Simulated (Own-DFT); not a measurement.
Si₃N₄ (beta silicon nitride, strained, atoms displaced) (calculated)

All values are calculated (Own-DFT development build). A calculation, not a measurement: plane-wave PBE density functional theory by an unreviewed code, no spin, of a simulated periodic cell, stress positive in tension, free energy of the whole cell less one offset for each atom, forces on such cells moved up to 12 meV/angstrom on a denser k mesh; offsets are fitted by least squares, one for each functional and potential file, so energies compare only between cells with the same atoms and settings and are not formation energies; the far tail of each file's local potential was reset to the Coulomb form; each entry is a single point on an unrelaxed cell, so the pressure reflects the starting lattice, mostly measured values (interpolated for alloys), from which strain is counted, and rises with the displacements; printed positions are rounded, which can move forces by about a meV/angstrom; the program, named Own-DFT, is a retired in-house code; no spin-orbit coupling; before rounding, a Quantum ESPRESSO 7.3.1 run of the same cell and cutoff gave forces within 1 meV/angstrom rms on each cell, which checks the program and not the settings.

Settings shared by all entries: functional PBE; potential files PseudoDojo norm-conserving, scalar-relativistic, standard set; wave cutoff 42 hartree; occupations Fermi-Dirac; smearing width 0.1 eV; k mesh 2 x 2 x 4 centred on Gamma.

(1) Si₃N₄ (beta silicon nitride, strained, atoms displaced)

```
CELL_PARAMETERS angstrom
15.41050 0.04970 0.13740
-7.66220 13.27080 0.16660
0.05250 0.10390 5.87390
ATOMIC_POSITIONS crystal
Si 0.08851 0.38933 0.10798
Si 0.11522 0.20151 0.14183
Si 0.29123 0.41108 0.13277
Si 0.41290 0.12110 0.38159
Si 0.38158 0.29718 0.37327
Si 0.20210 0.08870 0.37196
N 0.16752 0.01401 0.13147
N 0.48876 0.14989 0.12536
N 0.34273 0.33211 0.13141
N 0.33131 0.48714 0.37631
N 0.01759 0.35462 0.37314
N 0.15017 0.16384 0.37918
N 0.16814 0.33285 0.13469
N 0.32760 0.16344 0.37499
Si 0.08459 0.38277 0.63151
Si 0.12050 0.20510 0.61613
Si 0.29956 0.41501 0.62063
Si 0.41808 0.11858 0.89317
Si 0.38101 0.29023 0.88006
Si 0.19070 0.07757 0.88958
N 0.16477 0.01751 0.62305
N 0.48525 0.14704 0.62315
N 0.35481 0.33219 0.63200
N 0.32818 0.48162 0.88370
N 0.01737 0.35214 0.86669
N 0.14288 0.16406 0.87619
N 0.16559 0.33514 0.62507
N 0.33466 0.16780 0.86417
Si 0.08669 0.88604 0.12783
Si 0.12363 0.70113 0.12688
Si 0.29817 0.91727 0.12620
Si 0.41818 0.61901 0.35876
Si 0.38774 0.79528 0.37827
Si 0.20065 0.58062 0.37677
N 0.16183 0.51325 0.12294
N 0.47943 0.64430 0.13017
N 0.34003 0.82758 0.12699
N 0.33281 0.98308 0.37278
N 0.01639 0.84641 0.37221
N 0.15291 0.66370 0.37822
N 0.16988 0.83361 0.11363
N 0.33231 0.66872 0.37463
Si 0.08578 0.88852 0.61470
Si 0.11372 0.69611 0.62669
Si 0.29577 0.91432 0.63975
Si 0.41604 0.61555 0.86642
Si 0.38865 0.80480 0.87118
Si 0.19775 0.57962 0.89002
N 0.16015 0.51083 0.62720
N 0.48982 0.65544 0.62924
N 0.35394 0.83191 0.62122
N 0.33818 0.98429 0.87193
N 0.02005 0.85413 0.86497
N 0.15451 0.66905 0.86997
N 0.16715 0.83371 0.62600
N 0.33331 0.66834 0.88710
Si 0.57784 0.37704 0.12797
Si 0.61545 0.20218 0.11293
Si 0.79735 0.41126 0.12044
Si 0.91591 0.11882 0.38223
Si 0.87738 0.29672 0.37194
Si 0.70326 0.08289 0.38437
N 0.66774 0.01961 0.12288
N 0.97679 0.14635 0.12164
N 0.85089 0.33173 0.13424
N 0.82877 0.48809 0.37461
N 0.52031 0.35147 0.37090
N 0.65017 0.16574 0.35946
N 0.66392 0.33618 0.12770
N 0.82676 0.16581 0.36662
Si 0.58514 0.38818 0.62923
Si 0.61955 0.20370 0.61101
Si 0.79269 0.41233 0.62473
Si 0.91613 0.11415 0.87400
Si 0.88193 0.29916 0.87698
Si 0.70027 0.09555 0.87303
N 0.67043 0.01361 0.62819
N 0.98199 0.14321 0.61380
N 0.84979 0.33638 0.62093
N 0.83247 0.48787 0.87929
N 0.52211 0.35474 0.89087
N 0.64873 0.16332 0.87439
N 0.66825 0.33448 0.61960
N 0.83822 0.16876 0.87443
Si 0.58107 0.88334 0.14369
Si 0.61090 0.69718 0.13182
Si 0.79750 0.91456 0.13878
Si 0.91065 0.61411 0.36852
Si 0.88465 0.79755 0.37459
Si 0.70056 0.58629 0.36941
N 0.66837 0.51839 0.12692
N 0.98179 0.65174 0.13252
N 0.85004 0.83298 0.12391
N 0.82777 0.97932 0.36518
N 0.51489 0.84884 0.36825
N 0.64975 0.66438 0.37543
N 0.67388 0.83446 0.14116
N 0.83416 0.66993 0.36866
Si 0.58383 0.87917 0.62117
Si 0.61116 0.69860 0.63155
Si 0.80353 0.91089 0.61762
Si 0.91567 0.61274 0.88732
Si 0.88823 0.80142 0.87733
Si 0.69701 0.58555 0.88334
N 0.66533 0.51642 0.61754
N 0.98290 0.65192 0.64435
N 0.84481 0.83114 0.62002
N 0.83557 0.98149 0.88248
N 0.51036 0.85205 0.87922
N 0.65223 0.67392 0.86753
N 0.67416 0.84165 0.62739
N 0.83197 0.66000 0.88266
```

- free energy of cell above offsets: -7.336 eV
- pressure: 0.49 GPa
- stress xx: 2.43 GPa
- stress yy: 1.33 GPa
- stress zz: -5.24 GPa
- stress yz: 6.39 GPa
- stress xz: 2.84 GPa
- stress xy: 0.13 GPa

Force:
```tsv
element	x (eV/Å)	y (eV/Å)	z (eV/Å)
Si	-0.069	-3.626	2.785
Si	-2.48	0.524	-3.211
Si	1.216	0.731	0.014
Si	0.875	-2.489	0.048
Si	1.444	-0.399	0.524
Si	0.954	-1.155	0.871
N	-0.574	-0.11	1.635
N	-1.587	-0.163	0.899
N	1.388	-0.311	-0.487
N	0.742	0.148	-0.547
N	-1.107	-0.9	-0.258
N	0.068	-0.007	-0.733
N	-2.412	-0.833	-0.342
N	1.36	2.193	-0.384
Si	0.672	0.27	-4.173
Si	-2.588	0.264	2.254
Si	-0.666	-1.192	2.218
Si	-1.329	-1.295	-3.384
Si	0.261	2.468	0.98
Si	0.945	3.7	-4.157
N	-0.366	-0.017	0.765
N	0.236	0.836	0.609
N	-2.129	1.653	-0.837
N	0.988	1.215	-1.996
N	-2.226	-0.835	2.909
N	1.598	-1.05	0.91
N	1.843	-0.878	-0.079
N	0.001	-2.908	1.16
Si	2.161	-2.62	-1.828
Si	-2.698	1.868	-0.4
Si	0.493	-2.61	0.843
Si	-5.023	-1.249	6.166
Si	-3.453	0.29	-1.312
Si	0.586	2.146	0.538
N	0.244	-0.209	2.949
N	3.987	1.684	-5.293
N	1.391	1.066	0.249
N	0.128	2.267	0.887
N	-1.383	0.553	0.706
N	-0.223	-0.919	-0.184
N	-1.616	0.195	0.628
N	1.973	-2.639	0.068
Si	2.918	-1.58	0.204
Si	-1.786	2.495	-0.34
Si	0.747	-2.1	-2.966
Si	-3.983	-0.337	2.004
Si	-2.383	-3.366	1.826
Si	1.504	5.019	-5.303
N	0.379	1.048	1.184
N	-2.199	-1.573	-2.289
N	-2.138	1.999	0.079
N	0.001	2.308	1.189
N	-1.619	0.125	2.108
N	0.985	-2.084	1.264
N	-0.474	-0.345	-0.277
N	0.847	-1.405	-0.624
Si	5.115	4.23	0.078
Si	0.222	2.053	1.747
Si	-1.87	0.669	1.529
Si	-3.84	-2.062	-2.35
Si	4.194	-1.466	2.723
Si	-1.045	0.527	-2.572
N	-0.82	-1.613	0.85
N	3.727	1.888	1.302
N	-2.887	2.248	-3.459
N	0.903	-2.096	-0.554
N	-4.292	-1.992	3.812
N	0.599	-0.395	1.312
N	2.066	-1.663	-0.558
N	2.818	1.045	0.903
Si	2.323	-0.323	-0.734
Si	-1.395	0.236	-0.133
Si	0.772	1.753	0.37
Si	-2.399	-1.668	-0.368
Si	2.052	-1.442	-0.793
Si	6.421	-4.349	0.116
N	-1.61	-0.057	1.158
N	2.507	1.613	1.471
N	-0.858	0.51	1.261
N	0.805	-2.981	-0.962
N	-4.34	-2.238	-3.504
N	-3.264	2.625	-1.865
N	-1.782	-0.977	0.433
N	-1.717	0.423	-0.422
Si	5.575	2.876	-6.917
Si	0.889	3.222	-0.758
Si	0.822	-2.012	-3.649
Si	-1.292	1.39	3.169
Si	0.019	-0.894	-0.54
Si	1.828	1.595	-0.126
N	-1.376	-2.731	0.647
N	3.665	0.72	-1.191
N	0.013	0.973	0.592
N	1.317	4.386	3.38
N	-1.657	-1.272	4.902
N	-1.074	-0.421	0.586
N	-4.548	-2.506	-0.432
N	-0.124	-1.31	0.563
Si	2.063	1.858	1.849
Si	2.421	4.369	-2.456
Si	-3.702	1.988	2.094
Si	-2.658	1.291	0.158
Si	0.011	-2.824	-0.394
Si	2.296	2.093	-2.292
N	-0.784	-0.446	2.091
N	1.883	-0.171	-3.618
N	3.299	-0.982	0.67
N	0.75	1.162	-1.916
N	3.438	1.125	0.424
N	1.271	-2.529	2.69
N	-1.961	-3.516	0.011
N	-1.211	2.208	-0.392
```

(2) Si₃N₄ (beta silicon nitride, strained, atoms displaced)

```
CELL_PARAMETERS angstrom
14.91270 -0.04400 -0.07880
-7.49440 13.22480 0.13590
-0.03010 0.04260 5.78450
ATOMIC_POSITIONS crystal
Si 0.08964 0.38546 0.11703
Si 0.11443 0.20227 0.12992
Si 0.29512 0.40939 0.12126
Si 0.40945 0.11298 0.38045
Si 0.39247 0.30163 0.38573
Si 0.19963 0.08605 0.37622
N 0.17146 0.01400 0.11623
N 0.48819 0.14600 0.12672
N 0.34757 0.33495 0.11522
N 0.32647 0.48280 0.38851
N 0.01655 0.35201 0.38993
N 0.15967 0.17640 0.37684
N 0.16433 0.33213 0.13213
N 0.33564 0.16417 0.37961
Si 0.08193 0.37636 0.62369
Si 0.11788 0.21299 0.62628
Si 0.29412 0.41301 0.63818
Si 0.41757 0.11540 0.86110
Si 0.38772 0.28783 0.88079
Si 0.19966 0.08240 0.88707
N 0.16190 0.01627 0.62431
N 0.48734 0.15314 0.63077
N 0.35116 0.33665 0.61707
N 0.32999 0.48248 0.88399
N 0.01759 0.34886 0.88113
N 0.15354 0.16211 0.85054
N 0.17300 0.33756 0.61652
N 0.33800 0.16692 0.87431
Si 0.08365 0.88178 0.13055
Si 0.12025 0.70399 0.11560
Si 0.29816 0.91652 0.13003
Si 0.41558 0.61740 0.39178
Si 0.38415 0.80150 0.37603
Si 0.20207 0.58249 0.37479
N 0.16297 0.51522 0.13473
N 0.49031 0.64920 0.12129
N 0.34931 0.83778 0.12723
N 0.33290 0.98029 0.38361
N 0.01634 0.85290 0.37446
N 0.15177 0.66282 0.37707
N 0.16689 0.83158 0.12425
N 0.32846 0.66348 0.38114
Si 0.08958 0.88787 0.62576
Si 0.11032 0.69864 0.62345
Si 0.30161 0.91270 0.62215
Si 0.40951 0.61670 0.88934
Si 0.38831 0.79990 0.88327
Si 0.20203 0.58747 0.87248
N 0.17183 0.52209 0.61879
N 0.48439 0.64752 0.61884
N 0.35768 0.83756 0.62145
N 0.33331 0.98534 0.87576
N 0.01399 0.85017 0.87634
N 0.15036 0.66814 0.88679
N 0.16425 0.82993 0.62734
N 0.33738 0.66743 0.86308
Si 0.58293 0.38172 0.10901
Si 0.62622 0.20711 0.14216
Si 0.79963 0.41916 0.13164
Si 0.91098 0.11037 0.37089
Si 0.88669 0.29882 0.38846
Si 0.70376 0.09058 0.36531
N 0.66685 0.01384 0.11933
N 0.98973 0.15088 0.13513
N 0.85454 0.33362 0.12938
N 0.83182 0.48346 0.37710
N 0.52109 0.35709 0.37708
N 0.65424 0.16767 0.38834
N 0.66193 0.33226 0.12214
N 0.83246 0.16274 0.37911
Si 0.58749 0.38463 0.62827
Si 0.61277 0.19492 0.62960
Si 0.80384 0.41071 0.61121
Si 0.90932 0.11307 0.86348
Si 0.88113 0.29539 0.88045
Si 0.71032 0.08827 0.88488
N 0.65920 0.01294 0.61822
N 0.98766 0.14997 0.61802
N 0.85250 0.33332 0.61671
N 0.83660 0.48581 0.86905
N 0.52021 0.35332 0.89091
N 0.65287 0.16079 0.87427
N 0.66734 0.33515 0.61655
N 0.82980 0.16906 0.87247
Si 0.58950 0.88425 0.13114
Si 0.61903 0.70392 0.13149
Si 0.79700 0.91203 0.14077
Si 0.91424 0.61728 0.37181
Si 0.87714 0.79276 0.37351
Si 0.69357 0.58252 0.35946
N 0.66654 0.51402 0.12747
N 0.98830 0.64557 0.12529
N 0.84553 0.83400 0.12267
N 0.83083 0.98345 0.36088
N 0.51753 0.84580 0.37354
N 0.65326 0.67129 0.36265
N 0.66375 0.83667 0.12886
N 0.83512 0.66865 0.38037
Si 0.58814 0.88849 0.63053
Si 0.62384 0.70867 0.63211
Si 0.79298 0.90895 0.61806
Si 0.91188 0.62080 0.86673
Si 0.88104 0.79155 0.88676
Si 0.70364 0.58683 0.88758
N 0.67098 0.51806 0.62814
N 0.98578 0.64984 0.62079
N 0.85310 0.83594 0.61762
N 0.83238 0.98507 0.87394
N 0.50708 0.84830 0.87788
N 0.64946 0.66927 0.88426
N 0.66946 0.83585 0.62331
N 0.83174 0.67094 0.86211
```

* free energy of cell above offsets: -6.059 eV
* pressure: 14.75 GPa
* stress xx: -18.95 GPa
* stress yy: -10.5 GPa
* stress zz: -14.82 GPa
* stress yz: 1.64 GPa
* stress xz: -2 GPa
* stress xy: -1.34 GPa

Force:
```tsv
element	x (eV/Å)	y (eV/Å)	z (eV/Å)
Si	-0.205	0.895	3.109
Si	3.411	1.294	-1.85
Si	-0.366	1.38	3.206
Si	2.542	-0.417	-1.79
Si	-3.306	-1.603	-2.118
Si	0.657	1.554	-0.355
N	-0.923	-1.662	4.29
N	-0.029	0.05	0.419
N	3.413	-1.863	0.981
N	1.071	1.023	-2.172
N	-0.818	-0.794	-3.955
N	-0.005	-1.42	-0.012
N	0.436	-0.752	-0.733
N	-2.266	1.692	-0.039
Si	2.564	4.334	2.295
Si	3.182	-2.75	-1.004
Si	3.99	2.327	-1.242
Si	-1.283	-1.325	5.002
Si	-4.318	4.201	-0.63
Si	1.31	2.669	-4.627
N	0.415	-0.39	0.668
N	-0.117	-0.526	-3.045
N	1.281	-0.491	2.594
N	0.054	1.861	-0.696
N	-2.121	-1.16	-1.602
N	-2.525	1.705	3.498
N	-4.583	-1.927	0.866
N	-0.196	-3.169	0.066
Si	2.032	0.175	-1.193
Si	-0.867	0.935	4.611
Si	-0.681	-1.181	-0.971
Si	-2.715	-1.927	-4.549
Si	1.891	-3.216	-0.702
Si	-0.481	2.393	-0.639
N	-0.156	-1.165	-2.966
N	-2.24	-0.967	1.706
N	0.677	-0.273	-0.592
N	0.142	2.899	-1.579
N	-1.781	-0.768	0.689
N	-1.61	0.86	-0.09
N	-0.801	1.112	0.178
N	2.355	2.947	-0.853
Si	0.149	-1.311	0.075
Si	3.907	2.04	-0.524
Si	-1.584	-2.299	2.87
Si	3.525	-1.669	-1.699
Si	-5.263	-3.222	-0.61
Si	0.65	0.351	0.33
N	-1.133	-4.998	3.818
N	3.169	1.614	4.685
N	-1.617	0.812	1.807
N	0.569	0.286	-1.078
N	-0.313	-0.223	0.281
N	2.202	-1.705	-4.37
N	0.788	0.886	-0.079
N	-3.924	1.394	1.072
Si	4.396	2.321	8.513
Si	-2.804	-0.729	-3.508
Si	-0.089	-2.407	-2.547
Si	0.345	1.371	0.148
Si	1.761	-2.69	-3.483
Si	0.723	-3.057	1.429
N	-0.274	0.488	1.694
N	-3.739	-2.093	-2.376
N	-2.445	1.304	0.484
N	0.732	2.471	-0.788
N	-0.281	-0.258	-0.824
N	0.447	-0.095	-0.698
N	3.132	0.962	0.165
N	0.426	1.934	-0.149
Si	1.678	1.441	0.169
Si	0.877	3.847	1.281
Si	-3.863	0.354	3.243
Si	1.374	1.04	1.539
Si	1.182	1.026	-0.243
Si	-3.796	-3.391	-2.958
N	0.796	2.786	0.9
N	-1.891	-0.57	0.555
N	-0.711	0.367	3.291
N	0.209	0.279	-0.095
N	-4.236	-2.338	-8.047
N	-1.195	1.397	1.823
N	1.803	-1.997	0.472
N	4.928	0.918	-0.096
Si	-3.672	0.483	-1.071
Si	-3.282	2.745	-2.912
Si	-1.724	-0.756	-5.158
Si	0.197	-0.354	-0.494
Si	2.014	1.432	0.248
Si	2.076	2.18	4.355
N	-0.203	-1.375	-1.277
N	-2.453	-0.18	-0.946
N	1.014	-0.887	0.273
N	0.532	1.21	3.957
N	-1.215	0.24	0.985
N	2.419	-1.456	4.736
N	4.576	-2.155	-0.301
N	-1.209	-2.25	-1.055
Si	-1.037	-2.368	-0.399
Si	-2.573	-1.476	-1.546
Si	2.75	2.628	1.252
Si	1.949	-1.596	1.165
Si	-0.658	4.4	-2.066
Si	-1.445	0.529	-3.134
N	-1.315	-0.415	0.112
N	-2.695	-1.214	0.298
N	-1.353	0.189	1.682
N	0.206	-0.716	-0.395
N	7.866	3.66	0.401
N	2.917	-1.391	-0.689
N	-2.323	-1.404	0.457
N	0.998	-2.902	0.878
```
